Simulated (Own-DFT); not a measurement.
# Which defects push the lattice out? zincblende GaP

Source: density functional calculations with Own-DFT, an unreviewed in-house program that is no longer used. Nothing was measured or relaxed, and spin and spin-orbit coupling are left out.

Method: PBE; PseudoDojo norm-conserving scalar-relativistic files; cutoff 42 hartree; 3 x 3 x 3 k mesh centred on Gamma; Fermi-Dirac smearing of 0.1 eV.

Known weak points (not all hold for every row): not probed for a lower state with spin; forces on such cells failed a check on a denser k mesh; forces on such cells passed a denser k mesh, each cell not checked; stress not checked against mesh or cutoff.

All runs share one cell, with vectors in Å (10.901, 0.000, 0.000); (0.000, 10.901, 0.000); (0.000, 0.000, 10.901) and a volume of 1295.4 Å³. Atoms were moved at random from their sites; u is the rms move along one axis. The defect's site can differ from row to row.

```
cell,formula,u (Å),P (GPa)
no defect,Ga32P32,0.0190,2.70
no defect,Ga32P32,0.0499,3.39
no defect,Ga32P32,0.0527,3.32
one In on a Ga site,Ga31InP32,0.0308,3.69
one In on a Ga site,Ga31InP32,0.0309,3.70
one In on a Ga site,Ga31InP32,0.0468,4.11
one Al on a Ga site,AlGa31P32,0.0318,2.90
one Al on a Ga site,AlGa31P32,0.0496,3.17
one Al on a Ga site,AlGa31P32,0.0533,3.31
one Ga on a P site,Ga33P31,0.0279,3.29
one Ga on a P site,Ga33P31,0.0491,3.61
one Ga on a P site,Ga33P31,0.0549,3.88
one P on a Ga site,Ga31P33,0.0297,2.91
one P on a Ga site,Ga31P33,0.0332,2.99
one P on a Ga site,Ga31P33,0.0476,?
one P on a Ga site,Ga31P33,0.0484,3.38
```

## Analysis

P = P0 + c u² + a shift for each defect gives P0 = 2.63 GPa, c = 271 ± 20 GPa/Å² and a scatter of 0.06 GPa. The shifts, and each times the cell's volume:

- one In on a Ga site: 0.84 ± 0.05 GPa, 6.8 eV
- one Ga on a P site: 0.41 ± 0.05 GPa, 3.3 eV
- one P on a Ga site: 0.07 ± 0.05 GPa, 0.6 eV (not resolved)
- one Al on a Ga site: -0.07 ± 0.05 GPa, -0.6 eV (not resolved)

Positive is outwards. The product with the volume (160.2 GPa Å³ to the eV) is nearly free of the cell's size; divided by the bulk modulus at the cell's pressure it gives the volume that the defect adds. The atoms around the defects weren't relaxed, which would change these numbers.

## Check

Question: what pressure belongs in the blank (one P on a Ga site, u = 0.0476 Å)?

The fitted form gives 3.32 ± 0.07 GPa. The hidden result is 3.25 GPa.
